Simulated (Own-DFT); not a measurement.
## Calculated data, AlGa3N4 (wurtzite random alloy, strained, atoms displaced)

A calculation, not a measurement: plane-wave PBE density functional theory by an unreviewed code, no spin, of a simulated periodic cell, stress positive in tension, free energy of the whole cell less one offset for each atom, forces on such cells passed a denser k mesh, this cell's mesh not checked; offsets are fitted by least squares, one for each functional and potential file, so energies compare only between cells with the same atoms and settings and are not formation energies; the far tail of each file's local potential was reset to the Coulomb form; each entry is a single point on an unrelaxed cell, so the pressure reflects the starting lattice, mostly measured values, from which strain is counted, and rises with the displacements; printed positions are rounded, which can move forces by about a meV/angstrom; the program is a retired in-house code; no spin-orbit coupling. Program: Own-DFT development build.

## AlGa3N4 (wurtzite random alloy, strained, atoms displaced)

```
AlGa3N4
1.0
      9.6519     0.0000     0.0000
     -4.8259     8.3588     0.0000
      0.0000     0.0000    10.2685
Ga N Ga N Ga N Ga N Ga N Ga N Al Ga N Al Ga N Ga N Ga Al N Al N Ga Al N Ga N Ga N Ga N Ga N Al N Ga Al N
2 2 2 2 2 2 2 2 2 2 2 2 1 1 2 1 1 2 2 2 1 1 2 2 2 1 1 2 2 2 2 2 2 2 2 2 2 2 1 1 2
Direct
  0.11361 0.21056 0.00373
  0.22741 0.11654 0.24285
  0.11676 0.22309 0.19585
  0.22819 0.11989 0.42928
  0.10325 0.22068 0.49475
  0.23100 0.12047 0.74229
  0.12168 0.23009 0.68336
  0.22377 0.11370 0.93599
  0.12156 0.55440 0.99986
  0.23555 0.45320 0.25500
  0.11535 0.55600 0.18479
  0.22249 0.43813 0.43790
  0.10615 0.56518 0.49754
  0.21094 0.43969 0.75073
  0.11999 0.55500 0.68115
  0.22283 0.45076 0.93837
  0.10472 0.88750 0.99922
  0.22130 0.77649 0.25660
  0.10207 0.88632 0.19115
  0.22415 0.77929 0.43446
  0.11195 0.88525 0.50280
  0.22327 0.77811 0.74691
  0.11079 0.89341 0.69503
  0.22563 0.77546 0.93468
  0.44055 0.21460 0.00517
  0.55399 0.10679 0.25116
  0.44292 0.21577 0.19249
  0.55269 0.10567 0.43637
  0.44212 0.21332 0.49856
  0.55140 0.11700 0.74987
  0.45008 0.22586 0.69209
  0.55869 0.11388 0.93770
  0.44054 0.55090 0.99423
  0.55882 0.44476 0.24087
  0.44823 0.55594 0.19030
  0.55466 0.43293 0.43177
  0.44572 0.55607 0.50061
  0.55735 0.43784 0.74602
  0.45458 0.56282 0.68320
  0.55564 0.44620 0.93706
  0.44287 0.88763 0.99816
  0.54531 0.78198 0.25551
  0.45096 0.89579 0.18942
  0.55537 0.77180 0.43879
  0.45194 0.89183 0.49781
  0.55083 0.77339 0.75636
  0.44395 0.88380 0.69547
  0.55163 0.77216 0.92894
  0.79066 0.22787 0.99998
  0.89246 0.11278 0.24759
  0.78116 0.22713 0.18902
  0.88432 0.10536 0.43805
  0.78508 0.22650 0.51191
  0.88510 0.11977 0.75693
  0.78224 0.23209 0.67976
  0.89571 0.11478 0.94157
  0.76466 0.54858 0.00461
  0.89715 0.45200 0.25437
  0.77068 0.55038 0.18280
  0.88432 0.44600 0.43226
  0.77932 0.55479 0.49373
  0.89554 0.45381 0.74884
  0.78140 0.55675 0.69012
  0.88487 0.45059 0.92755
  0.78117 0.89898 0.00465
  0.88818 0.77068 0.24579
  0.77445 0.88081 0.18505
  0.89034 0.77759 0.44436
  0.78035 0.88650 0.50709
  0.89227 0.77401 0.75407
  0.78119 0.88894 0.68161
  0.90166 0.77772 0.93747
```

It was run with functional PBE, potential files PseudoDojo norm-conserving, scalar-relativistic, standard set with the stringent files for Ga, wave cutoff 96 hartree, occupations Gaussian, smearing width 0.01 eV and k mesh 4 x 4 x 3 centred on Gamma.

It finds free energy of cell above offsets -9.374 eV; pressure 1.65 GPa; stress xx 1.09 GPa; stress yy 2.13 GPa; stress zz -8.17 GPa; stress yz 0.02 GPa; stress xz -0.14 GPa; stress xy 0.23 GPa.

Force:
```csv
element,x (eV/Å),y (eV/Å),z (eV/Å)
Ga,-0.665,1.876,0.263
Ga,-0.215,-1.31,1.078
N,-0.805,0.568,-1.29
N,0.454,-1.038,2.125
Ga,1.139,-0.166,-0.093
Ga,-0.891,-0.772,0.737
N,-1.162,-0.99,0.656
N,1.45,-0.145,0.345
Ga,-2.507,0.928,-0.3
Ga,-0.741,-0.985,-0.646
N,0.021,0.27,1.116
N,-1.017,1.372,0.508
Ga,1.495,-1.495,-0.446
Ga,2.111,0.791,-0.531
N,-1.739,0.664,0.534
N,1.026,-2.135,-0.339
Ga,2.171,0.17,0.288
Ga,-0.345,0.521,-2.665
N,0.776,-0.172,-0.085
N,0.184,0.308,1.791
Ga,-0.623,1.386,-0.442
Ga,-0.06,0.015,0.336
N,0.257,-0.54,-0.628
N,0.109,0.746,1.144
Al,0.431,0.678,-0.807
Ga,0.558,1.352,-0.247
N,0.463,0.669,-1.911
N,-0.044,1.033,1.333
Al,-0.297,0.966,-0.779
Ga,1.671,-1.26,0.269
N,-0.489,0.402,-1.872
N,-0.334,-0.548,1.048
Ga,0.389,0.684,0.569
Ga,-0.764,-0.776,1.419
N,-0.339,1.368,-0.591
N,-0.167,0.164,1.017
Ga,0.399,-1.098,-0.547
Al,-0.518,2.027,0.223
N,0.225,-0.93,2.037
N,-0.555,-1.92,-0.551
Al,0.308,0.124,-0.528
Al,2.285,-0.704,-0.885
N,-0.343,-1.678,-0.983
N,-0.334,0.897,-0.794
Ga,0.061,-0.788,1.04
Al,0.843,0.236,-2.784
N,0.489,0.941,-0.977
N,0.361,1.639,2.91
Ga,-1.619,0.708,0.021
Ga,-0.338,-0.531,0.339
N,0.188,-0.105,0.08
N,-0.401,0.404,0.03
Ga,-0.318,-0.715,-5.253
Ga,1.299,-1.08,-1.86
N,-0.242,-0.409,4.729
N,-0.229,-0.868,0.293
Ga,1.515,1.006,-2.166
Ga,-0.287,-0.905,-2.239
N,1.5,1.306,1.863
N,1.102,-0.233,1.777
Ga,-1.382,-0.086,0.882
Ga,0.072,-0.084,-0.991
N,-0.832,0.26,-0.255
N,1.222,-0.633,2.5
Al,0.225,-1.856,-1.174
Al,-1.094,0.564,0.613
N,-0.405,0.136,0.697
N,0.308,-0.254,-1.94
Ga,-0.36,0.015,-2.267
Al,-0.85,0.542,-0.69
N,-0.359,-0.12,4.252
N,-3.434,-0.408,-0.305
```
